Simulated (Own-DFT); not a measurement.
## Calculated data, GaAs (zincblende with one plane slipped along a stacking-fault path, atoms displaced)

A calculation, not a measurement: plane-wave PBE density functional theory by an unreviewed code, no spin, of a simulated periodic cell, stress positive in tension, free energy of the whole cell less one offset for each atom, forces on such cells passed a denser k mesh, this cell's mesh not checked; offsets are fitted by least squares, one for each functional and potential file, so energies compare only between cells with the same atoms and settings and are not formation energies; the far tail of each file's local potential was reset to the Coulomb form; each entry is a single point on an unrelaxed cell, so the pressure reflects the starting lattice, mostly measured values (interpolated for alloys), from which strain is counted, and rises with the displacements; printed positions are rounded, which can move forces by about a meV/angstrom; the program, named Own-DFT, is a retired in-house code; no spin-orbit coupling. Program: Own-DFT development build.

## GaAs (zincblende with one plane slipped along a stacking-fault path, atoms displaced)

```
cell vectors (Å)
   5.6533    -5.6533     0.0000
   0.0000     5.6533    -5.6533
  11.9190    11.9190    10.0817
atoms (fractions of the cell vectors)
Ga  0.00449  0.00660  0.99631
As  0.98839  0.97444  0.12397
Ga  0.14503  0.30079  0.17159
As  0.13944  0.28810  0.29352
Ga  0.30456  0.09796  0.33812
As  0.29539  0.07024  0.45806
Ga  0.04847  0.11550  0.50097
As  0.04149  0.07758  0.62878
Ga  0.20808  0.40995  0.66458
As  0.18480  0.37053  0.78804
Ga  0.35772  0.21575  0.83377
As  0.34226  0.18492  0.95727
Ga  0.99419  0.49731  0.00050
As  0.98339  0.47384  0.12239
Ga  0.14296  0.79521  0.16809
As  0.12940  0.75062  0.29136
Ga  0.30693  0.60034  0.33552
As  0.27664  0.57012  0.45780
Ga  0.06155  0.61384  0.50138
As  0.02591  0.57656  0.62660
Ga  0.18493  0.89547  0.66597
As  0.19812  0.87173  0.78965
Ga  0.36022  0.70987  0.83534
As  0.33385  0.67942  0.95856
Ga  0.50599  0.00480  0.99723
As  0.47152  0.96503  0.12635
Ga  0.64889  0.31681  0.17413
As  0.63642  0.26693  0.29259
Ga  0.80330  0.09991  0.33059
As  0.77742  0.06660  0.45806
Ga  0.56039  0.11103  0.49843
As  0.53488  0.06852  0.62952
Ga  0.72324  0.40383  0.66942
As  0.69762  0.38076  0.78625
Ga  0.86289  0.21578  0.83427
As  0.83806  0.18730  0.96650
Ga  0.49937  0.51201  0.99959
As  0.49883  0.48612  0.12370
Ga  0.66950  0.82688  0.16692
As  0.63208  0.77062  0.29159
Ga  0.79688  0.60684  0.33076
As  0.79000  0.57750  0.45589
Ga  0.54984  0.60573  0.49994
As  0.54853  0.58552  0.62138
Ga  0.70200  0.90190  0.66636
As  0.67246  0.85822  0.78927
Ga  0.84389  0.69494  0.83148
As  0.84590  0.67533  0.95834
```

Settings of this run: functional PBE, potential files PseudoDojo norm-conserving, scalar-relativistic, standard set, wave cutoff 42 hartree, occupations Fermi-Dirac, smearing width 0.1 eV and k mesh 4 x 4 x 2 centred on Gamma.

It finds free energy of cell above offsets -12.001 eV; pressure 5.8 GPa; stress xx -6.84 GPa; stress yy -7.11 GPa; stress zz -3.46 GPa; stress yz -0.97 GPa; stress xz -0.6 GPa; stress xy 2.05 GPa.

Force:
```
element  x (eV/Å)  y (eV/Å)  z (eV/Å)
     Ga     0.113     0.114     0.351
     As     0.714    -0.164    -0.767
     Ga    -0.147    -0.913    -0.808
     As      0.31    -0.932     1.078
     Ga    -1.347    -0.553     -0.27
     As    -3.008     0.805      0.58
     Ga     2.777      0.21     0.017
     As    -0.703     0.262      -0.9
     Ga    -0.007    -0.034    -0.237
     As     0.869     0.421    -0.566
     Ga    -0.449    -0.946     0.364
     As     0.264    -0.011    -0.015
     Ga     0.912     0.414    -0.691
     As     0.436     0.549     0.611
     Ga    -0.242    -0.214     0.267
     As     0.472     0.904    -1.069
     Ga    -0.249     0.409    -0.054
     As    -0.539    -3.386     0.233
     Ga     0.447     3.623      0.09
     As       1.2    -1.958    -1.127
     Ga     1.157    -0.411     0.063
     As    -0.269     1.374      -0.3
     Ga    -1.025    -0.131     0.988
     As     -0.02    -0.042    -0.015
     Ga    -0.155     1.084     0.711
     As     0.755    -0.015    -1.234
     Ga    -1.021    -1.635    -0.074
     As     0.419     0.942    -0.038
     Ga     0.283     0.226     0.481
     As    -1.508    -3.602    -0.144
     Ga     2.519      3.39     0.537
     As    -0.557     0.047    -0.988
     Ga    -2.759     0.618     0.483
     As      0.56     1.164     1.201
     Ga    -0.528     0.033     1.199
     As    -0.982    -2.015    -0.082
     Ga     0.409    -0.477      0.17
     As    -0.238     1.186     0.117
     Ga    -1.285     0.123     0.878
     As     0.199    -0.093    -0.771
     Ga     0.324    -0.418     0.868
     As    -1.431    -1.507    -0.115
     Ga     1.411     1.131    -0.167
     As     0.412     0.025     1.007
     Ga    -0.066    -0.062      0.04
     As     1.643     0.081    -1.035
     Ga     0.795    -0.186    -0.376
     As    -0.865     0.569    -0.496
```
